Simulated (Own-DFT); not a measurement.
Simulation results for SiGe (layered order of Si and Ge on the diamond lattice, atoms displaced), InGa3As4 (zincblende random alloy, strained, atoms displaced)

All values are calculated (Own-DFT development build). A calculation, not a measurement: plane-wave PBEsol density functional theory by an unreviewed code, no spin, of a simulated periodic cell, stress positive in tension, free energy of the whole cell less one offset for each atom, forces on such cells passed a denser k mesh, this cell's mesh not checked; offsets are fitted by least squares, one for each functional and potential file, so energies compare only between cells with the same atoms and settings and are not formation energies; the far tail of each file's local potential was reset to the Coulomb form; each entry is a single point on an unrelaxed cell, so the pressure reflects the starting lattice, mostly measured values, from which strain is counted, and rises with the displacements; printed positions are rounded, which can move forces by about a meV/angstrom; the program is a retired in-house code; no spin-orbit coupling.

Common to all runs: functional PBEsol; potential files PseudoDojo norm-conserving, scalar-relativistic, made for PBE, standard set; wave cutoff 42 hartree; occupations Fermi-Dirac; smearing width 0.1 eV; k mesh 3 x 3 x 3 centred on Gamma.

(1) SiGe (layered order of Si and Ge on the diamond lattice, atoms displaced)

```
cell vectors (Å)
  11.0890     0.0000     0.0000
   0.0000    11.0890     0.0000
   0.0000     0.0000    11.0890
atoms (fractions of the cell vectors)
Ge  0.00140  0.99634  0.00311
Ge  0.99941  0.25115  0.25117
Ge  0.24747  0.00040  0.24798
Ge  0.25434  0.25497  0.99927
Ge  0.12504  0.13001  0.12847
Ge  0.12255  0.37500  0.37305
Ge  0.37267  0.11891  0.37915
Ge  0.37316  0.37775  0.12291
Si  0.00207  0.99637  0.49981
Si  0.99896  0.24420  0.75078
Si  0.24699  0.00183  0.74807
Si  0.24989  0.25029  0.49851
Si  0.12302  0.11947  0.62704
Si  0.12306  0.37966  0.87423
Si  0.37476  0.11690  0.87279
Si  0.37706  0.37910  0.62385
Ge  0.99867  0.49751  0.99742
Ge  0.99916  0.75201  0.25084
Ge  0.24536  0.50223  0.24622
Ge  0.24730  0.75057  0.99669
Ge  0.12419  0.63043  0.12110
Ge  0.12887  0.88065  0.37318
Ge  0.37314  0.62653  0.37772
Ge  0.37161  0.87298  0.12598
Si  0.99872  0.50073  0.50069
Si  0.00138  0.75153  0.74859
Si  0.24985  0.49938  0.75081
Si  0.25067  0.74541  0.50010
Si  0.12238  0.62490  0.62743
Si  0.12996  0.87334  0.86968
Si  0.37450  0.62139  0.87721
Si  0.37273  0.87300  0.62669
Ge  0.49698  0.00462  0.99822
Ge  0.49885  0.24944  0.25525
Ge  0.75344  0.99798  0.24766
Ge  0.74956  0.25041  0.00089
Ge  0.61915  0.12553  0.12549
Ge  0.62841  0.37354  0.37714
Ge  0.87428  0.12291  0.38003
Ge  0.87356  0.37897  0.12393
Si  0.49999  0.99757  0.49774
Si  0.49685  0.25066  0.75249
Si  0.75136  0.99973  0.74702
Si  0.75147  0.24731  0.49996
Si  0.62792  0.12631  0.62887
Si  0.62532  0.37003  0.88021
Si  0.87756  0.12567  0.87487
Si  0.87589  0.37763  0.62591
Ge  0.49941  0.49653  0.99636
Ge  0.50310  0.75188  0.25068
Ge  0.74844  0.50549  0.25298
Ge  0.74738  0.74312  0.00135
Ge  0.62546  0.62649  0.12483
Ge  0.62893  0.88021  0.37709
Ge  0.87309  0.62317  0.37222
Ge  0.87685  0.87271  0.12276
Si  0.50335  0.49911  0.49450
Si  0.50342  0.74729  0.75125
Si  0.74698  0.49986  0.75181
Si  0.75046  0.75147  0.49682
Si  0.62726  0.62267  0.62961
Si  0.62392  0.87415  0.87516
Si  0.87535  0.62634  0.87572
Si  0.87326  0.87688  0.62345
```

```
hardware                          : one NVIDIA H100
free energy of cell above offsets : -2.752 eV
pressure                          : 0.62 GPa
stress xx                         : -0.65 GPa
stress yy                         : -0.56 GPa
stress zz                         : -0.64 GPa
stress yz                         : 0.06 GPa
stress xz                         : 0.19 GPa
stress xy                         : 0.27 GPa
wall time                         : 512 s
```

Force:
```
element  x (eV/Å)  y (eV/Å)  z (eV/Å)
     Ge     0.499     0.503    -1.007
     Ge     -0.73    -0.061     0.051
     Ge     0.479     0.351    -0.177
     Ge     -0.63    -0.763    -0.916
     Ge     0.092    -0.132    -0.743
     Ge     0.269     0.238     0.737
     Ge     0.068     0.486     0.019
     Ge     0.538    -0.108      0.82
     Si    -0.209     0.197     0.535
     Si     0.286     0.859    -0.164
     Si     0.485    -0.523    -0.006
     Si    -0.147     -0.06     0.851
     Si     0.026     0.796    -0.572
     Si     0.269    -0.976    -0.602
     Si    -0.488     1.275    -0.483
     Si    -0.135    -0.381    -0.118
     Ge     0.093     0.722    -0.145
     Ge     0.287    -0.045     0.155
     Ge     0.315     0.165      0.28
     Ge     0.638    -0.066    -0.441
     Ge    -0.537    -0.473     0.159
     Ge    -0.326    -1.113     0.816
     Ge     0.411    -0.439    -0.397
     Ge     0.388     0.199    -0.312
     Si     0.098    -0.001     0.299
     Si    -0.452     0.066     0.095
     Si     -0.02       0.2    -0.221
     Si    -0.515     0.737     0.705
     Si     0.269    -0.127    -0.309
     Si    -0.692     0.369    -0.009
     Si     0.056     0.424    -0.744
     Si     0.362    -0.102    -0.161
     Ge     0.212    -1.145    -0.038
     Ge    -0.446     0.184    -0.234
     Ge    -0.213      0.49    -0.143
     Ge     0.229    -0.487    -0.121
     Ge     0.676     0.071     0.227
     Ge     0.033    -0.135     0.103
     Ge     0.356     0.006     -0.22
     Ge     -0.13    -0.274     0.475
     Si     0.107     0.193     1.375
     Si     0.217    -0.191    -0.157
     Si    -0.038     0.025     0.656
     Si     0.007     0.407     0.935
     Si    -0.666    -0.027    -0.452
     Si    -0.146     0.348    -1.155
     Si    -0.397    -0.522         0
     Si    -0.193    -0.503     0.078
     Ge     0.327     0.363     0.177
     Ge    -0.299     0.102     0.296
     Ge    -0.211    -0.854    -0.617
     Ge     0.471     1.053    -0.847
     Ge      -0.8    -0.657     0.114
     Ge    -0.251    -0.478    -0.008
     Ge     0.594     0.606     1.059
     Ge    -0.501    -0.305     0.019
     Si    -0.159     0.346     1.147
     Si    -0.623     0.108     0.062
     Si     0.444    -0.333     0.333
     Si     -0.02    -0.367      0.95
     Si    -0.196     0.272    -0.947
     Si     0.249     0.135    -0.241
     Si    -0.004    -0.227    -0.731
     Si     0.324    -0.423     -0.09
```

(2) InGa3As4 (zincblende random alloy, strained, atoms displaced)

```
cell vectors (Å)
  11.4790    -0.0131     0.0067
  -0.0131    11.4875     0.0831
   0.0067     0.0831    11.3710
atoms (fractions of the cell vectors)
Ga  0.98972  0.99979  0.00316
Ga  0.00986  0.25623  0.24986
Ga  0.25433  0.99211  0.24931
Ga  0.25338  0.24814  0.99695
As  0.12550  0.13235  0.12496
As  0.12853  0.37640  0.37529
As  0.38781  0.11841  0.37640
As  0.37376  0.37375  0.12574
In  0.99375  0.99713  0.50103
Ga  0.00122  0.24589  0.74134
In  0.25010  0.00257  0.75049
In  0.25063  0.25273  0.49618
As  0.12583  0.12784  0.62563
As  0.12577  0.36965  0.87206
As  0.37769  0.12258  0.87310
As  0.36630  0.38091  0.62973
Ga  0.00352  0.49692  0.00700
In  0.00894  0.75025  0.25246
Ga  0.24839  0.50597  0.25574
Ga  0.25371  0.74767  0.00849
As  0.11845  0.62500  0.12306
As  0.11840  0.87543  0.37966
As  0.37608  0.61903  0.37276
As  0.36723  0.87784  0.12705
Ga  0.98998  0.49326  0.49807
Ga  0.99545  0.75411  0.74617
Ga  0.25452  0.49299  0.75407
Ga  0.24774  0.75081  0.50413
As  0.12417  0.62759  0.62553
As  0.12252  0.86630  0.87315
As  0.38145  0.62805  0.87500
As  0.38172  0.87155  0.62453
Ga  0.50254  0.00228  0.99725
Ga  0.49736  0.25066  0.24726
Ga  0.74781  0.99314  0.24507
Ga  0.74575  0.24763  0.00181
As  0.62872  0.13000  0.12391
As  0.62791  0.37511  0.37463
As  0.87034  0.12456  0.37232
As  0.87773  0.37471  0.11811
In  0.50468  0.99827  0.50143
Ga  0.49576  0.24219  0.74513
In  0.75298  0.99282  0.75062
Ga  0.75109  0.25009  0.50040
As  0.62956  0.12266  0.62513
As  0.63252  0.37249  0.86780
As  0.88077  0.12372  0.88236
As  0.87684  0.37757  0.62630
Ga  0.50677  0.50399  0.00484
Ga  0.49865  0.75353  0.25633
Ga  0.74691  0.49912  0.24884
Ga  0.74903  0.75225  0.99727
As  0.62427  0.62618  0.12919
As  0.62323  0.87541  0.36200
As  0.87491  0.62342  0.37767
As  0.87229  0.87704  0.12489
In  0.50022  0.50099  0.50660
In  0.50082  0.75249  0.75545
Ga  0.75076  0.48863  0.75036
Ga  0.74908  0.75302  0.49954
As  0.63057  0.63026  0.62719
As  0.62496  0.87971  0.87363
As  0.86875  0.62312  0.88056
As  0.87379  0.87794  0.62172
```

```
hardware                          : one NVIDIA H200
free energy of cell above offsets : -4.624 eV
pressure                          : 2.97 GPa
stress xx                         : -2.73 GPa
stress yy                         : -2.76 GPa
stress zz                         : -3.42 GPa
stress yz                         : 1.27 GPa
stress xz                         : 0.54 GPa
stress xy                         : -0.57 GPa
wall time                         : 865.5 s
```

Force:
```
element  x (eV/Å)  y (eV/Å)  z (eV/Å)
     Ga     1.575    -0.199      0.06
     Ga    -0.895    -0.241    -0.105
     Ga    -0.959     1.309     0.742
     Ga     0.026     0.155     0.065
     As     0.216    -1.169     0.028
     As    -1.482      1.31    -0.768
     As    -1.766     1.069    -1.897
     As    -0.121     0.493    -0.169
     In     0.842     1.658    -0.366
     Ga    -0.195      0.24      0.91
     In     -0.08    -1.053    -0.063
     In     0.982    -0.901     0.014
     As    -0.961     0.111    -0.164
     As    -0.257     0.279     0.258
     As     0.573     0.848     1.099
     As     0.975    -1.101     0.764
     Ga    -0.128     0.084    -1.228
     In     -1.41    -0.071    -0.214
     Ga    -0.105    -0.351    -0.967
     Ga    -0.368    -0.245    -0.889
     As     1.794    -1.032     -0.55
     As     2.767     0.326     0.055
     As    -0.858     1.693    -0.108
     As       1.4    -0.497    -0.503
     Ga     1.218     0.773    -0.056
     Ga     -0.04     -0.84     0.358
     Ga    -0.839     1.342     0.562
     Ga     0.349    -0.154    -0.406
     As    -0.288    -0.802     0.187
     As    -0.511     0.117     1.184
     As    -1.706    -1.734     1.661
     As    -1.877    -0.211    -0.688
     Ga     0.023     0.061     0.517
     Ga     0.496     0.032     0.208
     Ga     0.322     1.025    -0.143
     Ga     0.929     0.421    -0.675
     As    -0.816    -0.763     0.404
     As    -0.012    -0.766     -0.39
     As    -0.355     0.857    -0.931
     As    -0.563    -0.282     1.018
     In     0.975     -0.65     0.154
     Ga     0.482     0.779    -0.005
     In     0.706     1.512     0.429
     Ga     0.109     0.072    -0.144
     As     -0.07     1.652     0.116
     As     -1.52     -0.62      0.84
     As    -0.352     1.081    -0.615
     As    -0.356    -0.973    -0.011
     Ga    -0.207    -0.532    -0.486
     Ga    -0.567    -0.684    -0.928
     Ga     0.718     0.012    -0.053
     Ga    -0.174    -0.099     0.364
     As     0.047      0.58    -0.055
     As     0.878    -0.644     0.849
     As    -0.984    -0.392     0.156
     As    -0.443     -0.26    -0.332
     In     0.736    -0.119    -0.112
     In     0.857    -0.168    -0.558
     Ga     0.459     1.522    -0.217
     Ga     0.119    -0.128    -0.476
     As     1.058    -0.452     0.199
     As    -0.409    -0.505     2.319
     As     0.641    -0.174    -0.637
     As    -0.598    -2.601     0.384
```
